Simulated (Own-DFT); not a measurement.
## Calculated data, TiSi₂ (C49 TiSi2 crystal, atoms displaced)

All values are calculated (Own-DFT development build). A calculation, not a measurement: plane-wave density functional theory by an unreviewed code, no spin, of a simulated periodic cell, stress positive in tension, run twice, with PBE and with PBEsol, both on files made for PBE, so the change isn't that of files made for PBEsol, forces on such cells moved up to 12 meV/angstrom on a denser k mesh; the far tail of each file's local potential was reset to the Coulomb form; each entry is a single point on an unrelaxed cell, so the pressure reflects the starting lattice, taken from the Materials Project, from which strain is counted, and rises with the displacements; printed positions are rounded, which can move forces by about a meV/angstrom; the program, named Own-DFT, is a retired in-house code; no spin-orbit coupling; stress was not checked against mesh or cutoff.

Common to all runs: functional PBE, then PBEsol; potential files PseudoDojo norm-conserving, scalar-relativistic, standard set; wave cutoff 42 hartree; occupations cold (Marzari-Vanderbilt); smearing width 0.2 eV; k mesh 4 x 4 x 4 centred on Gamma.

(1) 
```cif
# cell vector a (Å): 5.2953 -6.7593 3.5652
# cell vector b (Å): 7.0604 0.0000 -7.1303
# cell vector c (Å): 5.2953 6.7593 3.5652
data_TiSi2
_symmetry_space_group_name_H-M 'P 1'
_symmetry_Int_Tables_number 1
_cell_length_a 9.2973
_cell_length_b 10.0345
_cell_length_c 9.2973
_cell_angle_alpha 82.631
_cell_angle_beta 93.274
_cell_angle_gamma 82.631
_cell_volume 850.71
loop_
_atom_site_label
_atom_site_type_symbol
_atom_site_fract_x
_atom_site_fract_y
_atom_site_fract_z
_atom_site_occupancy
Ti1 Ti 0.94908 0.92272 0.15110 1
Ti2 Ti 0.85587 0.87461 0.64585 1
Si1 Si 0.60618 0.92555 0.49349 1
Si2 Si 0.18817 0.87539 0.30804 1
Si3 Si 0.90035 0.02487 0.39739 1
Si4 Si 0.90211 0.77231 0.40142 1
Ti3 Ti 0.94352 0.42862 0.15687 1
Ti4 Ti 0.85309 0.37558 0.64746 1
Si5 Si 0.61127 0.42746 0.49317 1
Si6 Si 0.18779 0.37493 0.30629 1
Si7 Si 0.90399 0.52860 0.40034 1
Si8 Si 0.89980 0.27184 0.40279 1
Ti5 Ti 0.74463 0.72669 0.95274 1
Ti6 Ti 0.65417 0.67089 0.44776 1
Si9 Si 0.40851 0.72405 0.29166 1
Si10 Si 0.99662 0.67025 0.10783 1
Si11 Si 0.70020 0.82408 0.20433 1
Si12 Si 0.70383 0.57833 0.19850 1
Ti7 Ti 0.54689 0.02445 0.74968 1
Ti8 Ti 0.45162 0.97265 0.24436 1
Si13 Si 0.21046 0.01894 0.09119 1
Si14 Si 0.79200 0.97259 0.90503 1
Si15 Si 0.50002 0.12476 0.99656 1
Si16 Si 0.49999 0.87414 0.99728 1
Ti9 Ti 0.74468 0.22800 0.95068 1
Ti10 Ti 0.65340 0.17613 0.45048 1
Si17 Si 0.40665 0.22185 0.29313 1
Si18 Si 0.99303 0.17676 0.10373 1
Si19 Si 0.69852 0.32593 0.19910 1
Si20 Si 0.70083 0.07737 0.19787 1
Ti11 Ti 0.54697 0.52945 0.75619 1
Ti12 Ti 0.45163 0.47355 0.24611 1
Si21 Si 0.20900 0.52250 0.09291 1
Si22 Si 0.79026 0.47475 0.90628 1
Si23 Si 0.49877 0.62369 0.99897 1
Si24 Si 0.49884 0.37488 0.99747 1
Ti13 Ti 0.35007 0.82572 0.55671 1
Ti14 Ti 0.25305 0.77239 0.04614 1
Si25 Si 0.01160 0.82140 0.89085 1
Si26 Si 0.59188 0.77461 0.70852 1
Si27 Si 0.29567 0.92533 0.79896 1
Si28 Si 0.29933 0.67492 0.79602 1
Ti15 Ti 0.34096 0.32698 0.55098 1
Ti16 Ti 0.25209 0.27542 0.04340 1
Si29 Si 0.01339 0.32239 0.89266 1
Si30 Si 0.58929 0.27650 0.71030 1
Si31 Si 0.29968 0.42867 0.79778 1
Si32 Si 0.30009 0.17781 0.79905 1
Ti17 Ti 0.14903 0.62421 0.35769 1
Ti18 Ti 0.05438 0.57409 0.84889 1
Si33 Si 0.81066 0.62923 0.69413 1
Si34 Si 0.39598 0.57293 0.50645 1
Si35 Si 0.09994 0.72353 0.60165 1
Si36 Si 0.09919 0.47683 0.60140 1
Ti19 Ti 0.14605 0.12580 0.35254 1
Ti20 Ti 0.05296 0.07653 0.84418 1
Si37 Si 0.80572 0.12479 0.69180 1
Si38 Si 0.39277 0.07440 0.50950 1
Si39 Si 0.09662 0.22622 0.60117 1
Si40 Si 0.09766 0.97266 0.59796 1
_calc_PBE_pressure 2.09  # GPa
_calc_PBE_stress_xx -1.83  # GPa
_calc_PBE_stress_yy -2.14  # GPa
_calc_PBE_stress_zz -2.3  # GPa
_calc_PBE_stress_yz -0.04  # GPa
_calc_PBE_stress_xz -0.04  # GPa
_calc_PBE_stress_xy 0.08  # GPa
_calc_PBEsol_pressure -1.23  # GPa
_calc_PBEsol_stress_xx 1.59  # GPa
_calc_PBEsol_stress_yy 1.43  # GPa
_calc_PBEsol_stress_zz 0.67  # GPa
_calc_PBEsol_stress_yz -0.05  # GPa
_calc_PBEsol_stress_xz -0.04  # GPa
_calc_PBEsol_stress_xy 0.07  # GPa
_calc_rms_change_of_force_components_from_PBE_to_PBEsol 0.019  # eV/angstrom
```

Force:
```tsv
force element	PBE force x (eV/Å)	PBE force y (eV/Å)	PBE force z (eV/Å)	PBEsol force x (eV/Å)	PBEsol force y (eV/Å)	PBEsol force z (eV/Å)
Ti	-0.06	0.27	-0.248	-0.056	0.253	-0.243
Ti	-0.065	0.235	-0.194	-0.063	0.249	-0.19
Si	-0.1	-0.497	0.173	-0.097	-0.546	0.174
Si	0.25	0.109	0.471	0.246	0.159	0.472
Si	-0.081	0.125	0.01	-0.082	0.124	0.014
Si	0.102	-0.051	-0.32	0.109	-0.051	-0.322
Ti	-0.584	-0.588	0.354	-0.575	-0.602	0.353
Ti	0.163	0.132	0.011	0.16	0.147	0.012
Si	-0.463	-0.209	0.325	-0.455	-0.267	0.328
Si	0.184	0.156	0.303	0.184	0.211	0.306
Si	-0.485	0.326	0.273	-0.495	0.321	0.278
Si	0.109	-0.115	-0.405	0.111	-0.113	-0.413
Ti	0.098	-0.222	0.406	0.093	-0.237	0.405
Ti	0.503	0.021	-0.453	0.499	0.035	-0.451
Si	-0.013	-0.101	-0.113	-0.014	-0.153	-0.117
Si	0.179	0.445	-0.665	0.177	0.498	-0.665
Si	-0.056	-0.192	-0.309	-0.057	-0.187	-0.315
Si	-0.355	0.367	0.103	-0.356	0.358	0.11
Ti	0.237	0.317	0.056	0.233	0.295	0.057
Ti	0.42	-0.004	0.078	0.415	0.013	0.076
Si	0.144	-0.082	-0.716	0.14	-0.133	-0.714
Si	0.331	0.219	0.02	0.325	0.269	0.024
Si	0.027	0.154	0.129	0.029	0.153	0.13
Si	0.065	0.078	0.002	0.066	0.075	0.007
Ti	-0.029	-0.063	0.488	-0.03	-0.075	0.482
Ti	-0.42	-0.219	-0.186	-0.415	-0.201	-0.182
Si	0.073	-0.249	-0.331	0.071	-0.299	-0.335
Si	-0.017	0.419	0.489	-0.016	0.471	0.494
Si	0.159	0.108	-0.007	0.166	0.106	-0.011
Si	-0.154	0.079	0.125	-0.159	0.076	0.124
Ti	-0.632	-0.372	0.159	-0.626	-0.382	0.158
Ti	0.225	-0.044	0.142	0.225	-0.024	0.137
Si	0.027	-0.411	-0.004	0.026	-0.471	-0.003
Si	0.407	0.018	0.227	0.4	0.068	0.23
Si	0.223	0.135	0.012	0.221	0.133	0.011
Si	0.136	0.097	0.058	0.136	0.094	0.059
Ti	-0.697	-0.097	-0.249	-0.688	-0.11	-0.244
Ti	0.094	0.009	0.085	0.093	0.027	0.082
Si	0.129	0.026	-0.407	0.128	-0.023	-0.405
Si	0.154	0.168	-0.079	0.15	0.226	-0.077
Si	0.242	-0.143	0.078	0.241	-0.141	0.077
Si	0.362	0.164	0.087	0.37	0.158	0.089
Ti	0.281	-0.329	0.403	0.278	-0.341	0.399
Ti	0.228	0.105	0.496	0.225	0.118	0.489
Si	-0.156	-0.096	-0.911	-0.154	-0.152	-0.916
Si	-0.143	0.026	-0.238	-0.141	0.073	-0.235
Si	-0.119	0.076	0.238	-0.12	0.078	0.239
Si	-0.241	-0.075	0.047	-0.242	-0.073	0.044
Ti	-0.248	-0.314	-0.207	-0.252	-0.322	-0.205
Ti	-0.195	0.002	0	-0.189	0.013	-0.002
Si	-0.42	-0.202	0.255	-0.413	-0.254	0.253
Si	0.152	0.455	-0.248	0.149	0.511	-0.249
Si	0.113	-0.082	-0.114	0.11	-0.079	-0.116
Si	-0.18	-0.035	0.173	-0.181	-0.038	0.176
Ti	-0.107	-0.059	0.101	-0.105	-0.072	0.1
Ti	-0.177	0.26	0.362	-0.173	0.272	0.36
Si	0.185	-0.223	-0.008	0.182	-0.275	-0.014
Si	-0.138	0.344	-0.342	-0.135	0.401	-0.338
Si	-0.023	-0.203	0.118	-0.019	-0.199	0.122
Si	0.354	-0.169	-0.104	0.355	-0.166	-0.107
```

(2) 
```cif
# cell vector a (Å): 5.2953 -6.7593 3.5652
# cell vector b (Å): 7.0604 0.0000 -7.1303
# cell vector c (Å): 5.2953 6.7593 3.5652
data_TiSi2
_symmetry_space_group_name_H-M 'P 1'
_symmetry_Int_Tables_number 1
_cell_length_a 9.2973
_cell_length_b 10.0345
_cell_length_c 9.2973
_cell_angle_alpha 82.631
_cell_angle_beta 93.274
_cell_angle_gamma 82.631
_cell_volume 850.71
loop_
_atom_site_label
_atom_site_type_symbol
_atom_site_fract_x
_atom_site_fract_y
_atom_site_fract_z
_atom_site_occupancy
Ti1 Ti 0.94267 0.92439 0.15450 1
Ti2 Ti 0.86131 0.87516 0.64661 1
Si1 Si 0.61324 0.92390 0.48950 1
Si2 Si 0.19065 0.87633 0.30787 1
Si3 Si 0.90395 0.02189 0.40133 1
Si4 Si 0.90117 0.77470 0.39664 1
Ti3 Ti 0.94730 0.42298 0.15244 1
Ti4 Ti 0.84999 0.37569 0.64585 1
Si5 Si 0.60672 0.42628 0.49695 1
Si6 Si 0.19131 0.37577 0.31151 1
Si7 Si 0.90459 0.52593 0.40039 1
Si8 Si 0.90340 0.27700 0.39590 1
Ti5 Ti 0.74870 0.72555 0.94792 1
Ti6 Ti 0.65347 0.67573 0.44598 1
Si9 Si 0.40895 0.72417 0.29408 1
Si10 Si 0.99528 0.67564 0.10744 1
Si11 Si 0.70016 0.82673 0.19551 1
Si12 Si 0.70021 0.57033 0.19890 1
Ti7 Ti 0.54365 0.02130 0.75269 1
Ti8 Ti 0.45502 0.97927 0.24576 1
Si13 Si 0.21195 0.02676 0.09437 1
Si14 Si 0.79201 0.97710 0.90498 1
Si15 Si 0.49853 0.12484 0.99993 1
Si16 Si 0.50219 0.87084 0.00220 1
Ti9 Ti 0.74738 0.22586 0.95317 1
Ti10 Ti 0.65286 0.17451 0.44161 1
Si17 Si 0.41030 0.22483 0.28806 1
Si18 Si 0.99202 0.17702 0.11039 1
Si19 Si 0.70130 0.32394 0.20010 1
Si20 Si 0.70104 0.07187 0.20026 1
Ti11 Ti 0.54565 0.52264 0.75447 1
Ti12 Ti 0.45223 0.47218 0.24852 1
Si21 Si 0.20351 0.52547 0.09441 1
Si22 Si 0.79123 0.47334 0.91146 1
Si23 Si 0.50107 0.62289 0.99901 1
Si24 Si 0.50117 0.37295 0.00255 1
Ti13 Ti 0.35002 0.82540 0.55224 1
Ti14 Ti 0.25170 0.77571 0.04764 1
Si25 Si 0.00781 0.82387 0.89395 1
Si26 Si 0.59156 0.77603 0.70711 1
Si27 Si 0.30245 0.92644 0.79745 1
Si28 Si 0.30019 0.67693 0.79757 1
Ti15 Ti 0.35025 0.32613 0.54970 1
Ti16 Ti 0.25416 0.27311 0.04556 1
Si29 Si 0.00974 0.32770 0.89332 1
Si30 Si 0.59525 0.26880 0.71242 1
Si31 Si 0.30040 0.42307 0.79803 1
Si32 Si 0.29927 0.17604 0.80074 1
Ti17 Ti 0.14460 0.62567 0.35192 1
Ti18 Ti 0.05419 0.57178 0.85057 1
Si33 Si 0.81353 0.62357 0.69197 1
Si34 Si 0.38633 0.57574 0.50335 1
Si35 Si 0.10042 0.72595 0.59869 1
Si36 Si 0.10288 0.47210 0.60231 1
Ti19 Ti 0.14799 0.12819 0.34908 1
Ti20 Ti 0.05094 0.07157 0.84456 1
Si37 Si 0.81370 0.12372 0.69077 1
Si38 Si 0.38754 0.07580 0.50561 1
Si39 Si 0.10064 0.21988 0.60012 1
Si40 Si 0.10305 0.97458 0.59603 1
_calc_PBE_pressure 2  # GPa
_calc_PBE_stress_xx -2.03  # GPa
_calc_PBE_stress_yy -1.78  # GPa
_calc_PBE_stress_zz -2.18  # GPa
_calc_PBE_stress_yz -0.09  # GPa
_calc_PBE_stress_xz -0.05  # GPa
_calc_PBE_stress_xy 0.1  # GPa
_calc_PBEsol_pressure -1.33  # GPa
_calc_PBEsol_stress_xx 1.4  # GPa
_calc_PBEsol_stress_yy 1.79  # GPa
_calc_PBEsol_stress_zz 0.8  # GPa
_calc_PBEsol_stress_yz -0.1  # GPa
_calc_PBEsol_stress_xz -0.06  # GPa
_calc_PBEsol_stress_xy 0.1  # GPa
_calc_rms_change_of_force_components_from_PBE_to_PBEsol 0.018  # eV/angstrom
```

Force:
```tsv
force element	PBE force x (eV/Å)	PBE force y (eV/Å)	PBE force z (eV/Å)	PBEsol force x (eV/Å)	PBEsol force y (eV/Å)	PBEsol force z (eV/Å)
Ti	0.298	-0.794	-0.056	0.293	-0.8	-0.051
Ti	-0.537	0.499	-0.201	-0.528	0.507	-0.201
Si	0.088	0.091	-0.261	0.085	0.044	-0.268
Si	0.012	0.094	0.133	0.009	0.146	0.134
Si	-0.011	0.061	-0.466	-0.013	0.061	-0.471
Si	0	0.224	0.022	0	0.218	0.019
Ti	0.412	-0.042	-0.199	0.407	-0.058	-0.194
Ti	0.28	-0.373	0.427	0.278	-0.354	0.427
Si	-0.326	-0.242	0.005	-0.322	-0.288	0.006
Si	-0.168	-0.06	-0.016	-0.164	-0.011	-0.009
Si	-0.31	0.324	-0.087	-0.308	0.32	-0.089
Si	-0.103	0.391	0.174	-0.106	0.382	0.175
Ti	0.148	0.458	0.237	0.148	0.441	0.234
Ti	-0.021	-0.121	0.25	-0.021	-0.103	0.249
Si	-0.081	-0.408	-0.505	-0.077	-0.461	-0.507
Si	-0.309	0.653	-0.254	-0.303	0.708	-0.254
Si	-0.122	0.222	0.422	-0.117	0.218	0.43
Si	0.397	0.022	-0.225	0.404	0.023	-0.224
Ti	0.471	-0.392	-0.16	0.465	-0.4	-0.157
Ti	-0.476	0.21	0.57	-0.47	0.222	0.563
Si	-0.596	-0.155	-0.244	-0.583	-0.208	-0.246
Si	-0.103	0.356	0.255	-0.101	0.407	0.257
Si	-0.005	-0.198	0.149	-0.006	-0.192	0.153
Si	-0.103	-0.046	-0.403	-0.105	-0.048	-0.413
Ti	-0.014	0.003	0.253	-0.012	-0.013	0.248
Ti	0.587	0.302	0.331	0.579	0.314	0.325
Si	0.115	0.071	-0.121	0.113	0.021	-0.122
Si	-0.468	-0.04	0.147	-0.461	0.013	0.146
Si	-0.126	0.078	0.085	-0.131	0.079	0.091
Si	0.197	-0.105	-0.272	0.202	-0.103	-0.273
Ti	0.073	-0.331	-0.175	0.071	-0.344	-0.171
Ti	0.217	-0.273	-0.271	0.216	-0.254	-0.266
Si	0.136	-0.644	0.527	0.132	-0.698	0.529
Si	-0.079	-0.001	-0.409	-0.08	0.048	-0.407
Si	-0.025	0.178	-0.093	-0.031	0.175	-0.094
Si	-0.145	-0.092	-0.182	-0.147	-0.092	-0.184
Ti	-0.254	0.08	-0.11	-0.251	0.068	-0.109
Ti	0.1	-0.236	0.143	0.095	-0.213	0.143
Si	-0.017	-0.352	-0.103	-0.019	-0.406	-0.109
Si	-0.158	-0.103	0.425	-0.156	-0.05	0.423
Si	-0.114	0.37	0.146	-0.109	0.363	0.146
Si	-0.015	0.11	0.232	-0.016	0.107	0.236
Ti	-0.111	0.537	0.362	-0.109	0.52	0.354
Ti	0.283	0.178	-0.279	0.28	0.191	-0.274
Si	-0.622	-0.162	0.286	-0.611	-0.212	0.283
Si	-0.186	0.071	-0.631	-0.181	0.122	-0.63
Si	0.343	0.09	0.011	0.355	0.089	0.012
Si	-0.176	-0.18	0.086	-0.175	-0.177	0.09
Ti	0.208	-0.155	0.127	0.204	-0.171	0.128
Ti	0.134	-0.398	-0.474	0.133	-0.376	-0.472
Si	-0.135	0.129	-0.323	-0.131	0.083	-0.321
Si	0.515	0.303	0.595	0.505	0.356	0.597
Si	-0.082	0.007	0.249	-0.086	0.008	0.244
Si	-0.137	-0.001	-0.216	-0.139	-0.002	-0.219
Ti	-0.068	0.27	0.325	-0.069	0.254	0.323
Ti	0.86	-0.114	0.088	0.846	-0.102	0.084
Si	-0.329	-0.2	-0.501	-0.323	-0.259	-0.497
Si	0.322	-0.207	0.387	0.317	-0.163	0.389
Si	0.232	-0.016	-0.387	0.231	-0.014	-0.389
Si	0.101	0.063	0.176	0.098	0.065	0.182
```

(3) 
```cif
# cell vector a (Å): 5.2953 -6.7593 3.5652
# cell vector b (Å): 7.0604 0.0000 -7.1303
# cell vector c (Å): 5.2953 6.7593 3.5652
data_TiSi2
_symmetry_space_group_name_H-M 'P 1'
_symmetry_Int_Tables_number 1
_cell_length_a 9.2973
_cell_length_b 10.0345
_cell_length_c 9.2973
_cell_angle_alpha 82.631
_cell_angle_beta 93.274
_cell_angle_gamma 82.631
_cell_volume 850.71
loop_
_atom_site_label
_atom_site_type_symbol
_atom_site_fract_x
_atom_site_fract_y
_atom_site_fract_z
_atom_site_occupancy
Ti1 Ti 0.94491 0.92390 0.15513 1
Ti2 Ti 0.85347 0.87730 0.64479 1
Si1 Si 0.60751 0.92629 0.49401 1
Si2 Si 0.19641 0.87309 0.31090 1
Si3 Si 0.89893 0.02618 0.40356 1
Si4 Si 0.90007 0.77583 0.40228 1
Ti3 Ti 0.94828 0.42695 0.15138 1
Ti4 Ti 0.85353 0.37274 0.64878 1
Si5 Si 0.60517 0.42802 0.48911 1
Si6 Si 0.19148 0.37304 0.30869 1
Si7 Si 0.90089 0.52343 0.40152 1
Si8 Si 0.89850 0.27640 0.39866 1
Ti5 Ti 0.74888 0.72419 0.95402 1
Ti6 Ti 0.65619 0.67680 0.44688 1
Si9 Si 0.40768 0.72409 0.29049 1
Si10 Si 0.98827 0.67407 0.10660 1
Si11 Si 0.69818 0.82501 0.20137 1
Si12 Si 0.69934 0.57533 0.19811 1
Ti7 Ti 0.54786 0.02661 0.75339 1
Ti8 Ti 0.45465 0.97563 0.24664 1
Si13 Si 0.20777 0.02415 0.09387 1
Si14 Si 0.79027 0.97742 0.91123 1
Si15 Si 0.50092 0.12529 0.99907 1
Si16 Si 0.50048 0.87771 0.99668 1
Ti9 Ti 0.74854 0.22332 0.95343 1
Ti10 Ti 0.64821 0.17669 0.44739 1
Si17 Si 0.40777 0.22749 0.29109 1
Si18 Si 0.98981 0.17751 0.10569 1
Si19 Si 0.69938 0.32465 0.19946 1
Si20 Si 0.70106 0.07251 0.19997 1
Ti11 Ti 0.54949 0.52272 0.75389 1
Ti12 Ti 0.45341 0.47731 0.24612 1
Si21 Si 0.20985 0.52474 0.08849 1
Si22 Si 0.78969 0.47356 0.90731 1
Si23 Si 0.49918 0.62461 0.00423 1
Si24 Si 0.49631 0.37198 0.99619 1
Ti13 Ti 0.34517 0.82210 0.55592 1
Ti14 Ti 0.25276 0.77412 0.04596 1
Si25 Si 0.00767 0.81935 0.89101 1
Si26 Si 0.59285 0.77381 0.70747 1
Si27 Si 0.30159 0.92284 0.79915 1
Si28 Si 0.29694 0.67837 0.79783 1
Ti15 Ti 0.34317 0.32387 0.55159 1
Ti16 Ti 0.25482 0.27525 0.04329 1
Si29 Si 0.00839 0.32574 0.89323 1
Si30 Si 0.58640 0.27862 0.70732 1
Si31 Si 0.30263 0.42638 0.79557 1
Si32 Si 0.29978 0.17413 0.79976 1
Ti17 Ti 0.14718 0.62430 0.35328 1
Ti18 Ti 0.05277 0.57735 0.84725 1
Si33 Si 0.81070 0.62428 0.69298 1
Si34 Si 0.39218 0.57516 0.50351 1
Si35 Si 0.09926 0.72640 0.59864 1
Si36 Si 0.09919 0.47852 0.60205 1
Ti19 Ti 0.14628 0.12686 0.35668 1
Ti20 Ti 0.05480 0.07664 0.84278 1
Si37 Si 0.80884 0.12558 0.68710 1
Si38 Si 0.39136 0.07073 0.50711 1
Si39 Si 0.09857 0.22541 0.60182 1
Si40 Si 0.10033 0.97513 0.60134 1
_calc_PBE_pressure 2.02  # GPa
_calc_PBE_stress_xx -1.86  # GPa
_calc_PBE_stress_yy -2.04  # GPa
_calc_PBE_stress_zz -2.17  # GPa
_calc_PBE_stress_yz -0.11  # GPa
_calc_PBE_stress_xz -0.05  # GPa
_calc_PBE_stress_xy 0.04  # GPa
_calc_PBEsol_pressure -1.3  # GPa
_calc_PBEsol_stress_xx 1.56  # GPa
_calc_PBEsol_stress_yy 1.53  # GPa
_calc_PBEsol_stress_zz 0.81  # GPa
_calc_PBEsol_stress_yz -0.1  # GPa
_calc_PBEsol_stress_xz -0.06  # GPa
_calc_PBEsol_stress_xy 0.04  # GPa
_calc_rms_change_of_force_components_from_PBE_to_PBEsol 0.018  # eV/angstrom
```

Force:
```tsv
force element	PBE force x (eV/Å)	PBE force y (eV/Å)	PBE force z (eV/Å)	PBEsol force x (eV/Å)	PBEsol force y (eV/Å)	PBEsol force z (eV/Å)
Ti	0.271	-0.376	0.022	0.266	-0.385	0.018
Ti	-0.037	0.378	0.323	-0.04	0.385	0.322
Si	-0.153	-0.372	0.09	-0.148	-0.43	0.092
Si	-0.207	0.376	-0.578	-0.203	0.432	-0.575
Si	-0.127	-0.179	-0.106	-0.127	-0.175	-0.102
Si	-0.183	-0.211	-0.08	-0.187	-0.208	-0.083
Ti	-0.211	0.282	0.182	-0.211	0.264	0.18
Ti	-0.004	-0.018	-0.432	-0.002	-0.002	-0.431
Si	0.186	-0.286	0.56	0.183	-0.341	0.564
Si	0.059	0.083	-0.478	0.059	0.138	-0.48
Si	0.019	0.008	-0.183	0.021	0.008	-0.189
Si	0.023	0.026	0.096	0.025	0.024	0.102
Ti	-0.259	0.153	-0.362	-0.254	0.134	-0.354
Ti	-0.317	0.314	-0.003	-0.315	0.328	-0.004
Si	0.294	-0.43	-0.057	0.287	-0.487	-0.055
Si	0.469	0.134	0.362	0.461	0.186	0.365
Si	-0.012	-0.15	0.091	-0.011	-0.146	0.093
Si	0.175	-0.012	0.179	0.179	-0.014	0.182
Ti	-0.254	-0.092	0.034	-0.254	-0.104	0.035
Ti	-0.144	0.196	-0.052	-0.142	0.21	-0.049
Si	-0.055	-0.135	-0.205	-0.054	-0.189	-0.205
Si	-0.252	-0.297	0.216	-0.247	-0.25	0.213
Si	-0.022	0.088	0.078	-0.023	0.088	0.078
Si	-0.048	0.12	0.29	-0.047	0.117	0.292
Ti	-0.104	0.104	-0.399	-0.102	0.089	-0.397
Ti	0.133	-0.379	0.09	0.132	-0.361	0.093
Si	-0.216	-0.152	0.225	-0.211	-0.202	0.23
Si	0.157	0.226	0.679	0.154	0.28	0.677
Si	-0.047	0.006	-0.057	-0.053	0.007	-0.061
Si	0.183	0.081	-0.163	0.182	0.078	-0.163
Ti	-0.039	0.127	-0.608	-0.042	0.108	-0.603
Ti	-0.367	0.015	0.14	-0.36	0.032	0.139
Si	0.066	0.151	0.081	0.064	0.103	0.079
Si	0.265	0.161	0.094	0.26	0.213	0.094
Si	-0.244	-0.352	-0.203	-0.249	-0.344	-0.205
Si	0.607	-0.125	-0.009	0.611	-0.124	-0.011
Ti	0.154	-0.522	-0.102	0.153	-0.53	-0.105
Ti	0.156	0.085	-0.107	0.154	0.096	-0.102
Si	0.584	-0.079	-0.854	0.573	-0.13	-0.853
Si	0.139	0.256	0.06	0.135	0.308	0.062
Si	0.195	0.164	-0.204	0.194	0.163	-0.208
Si	0.021	-0.076	0.543	0.021	-0.075	0.545
Ti	0.276	-0.229	0.029	0.276	-0.245	0.027
Ti	-0.004	0.385	0.097	-0.002	0.393	0.096
Si	-0.061	-0.384	-0.171	-0.059	-0.439	-0.174
Si	-0.046	-0.159	0.562	-0.046	-0.113	0.564
Si	-0.047	0.332	-0.013	-0.049	0.327	-0.012
Si	0.009	-0.124	-0.08	0.01	-0.121	-0.08
Ti	-0.167	0.008	-0.124	-0.16	-0.007	-0.12
Ti	-0.374	-0.136	0.369	-0.369	-0.119	0.364
Si	-0.117	-0.16	-0.192	-0.113	-0.212	-0.189
Si	0.187	0.553	0.227	0.183	0.611	0.223
Si	0.001	0.089	0.036	0.005	0.087	0.035
Si	-0.301	-0.14	0.153	-0.304	-0.139	0.156
Ti	-0.567	-0.303	0.011	-0.559	-0.315	0.012
Ti	-0.073	0.643	0.439	-0.07	0.65	0.429
Si	0.142	0.272	0.059	0.14	0.228	0.058
Si	0.281	0.288	-0.39	0.277	0.339	-0.397
Si	0.01	-0.117	-0.112	0.009	-0.114	-0.113
Si	-0.004	-0.107	-0.097	-0.002	-0.106	-0.096
```
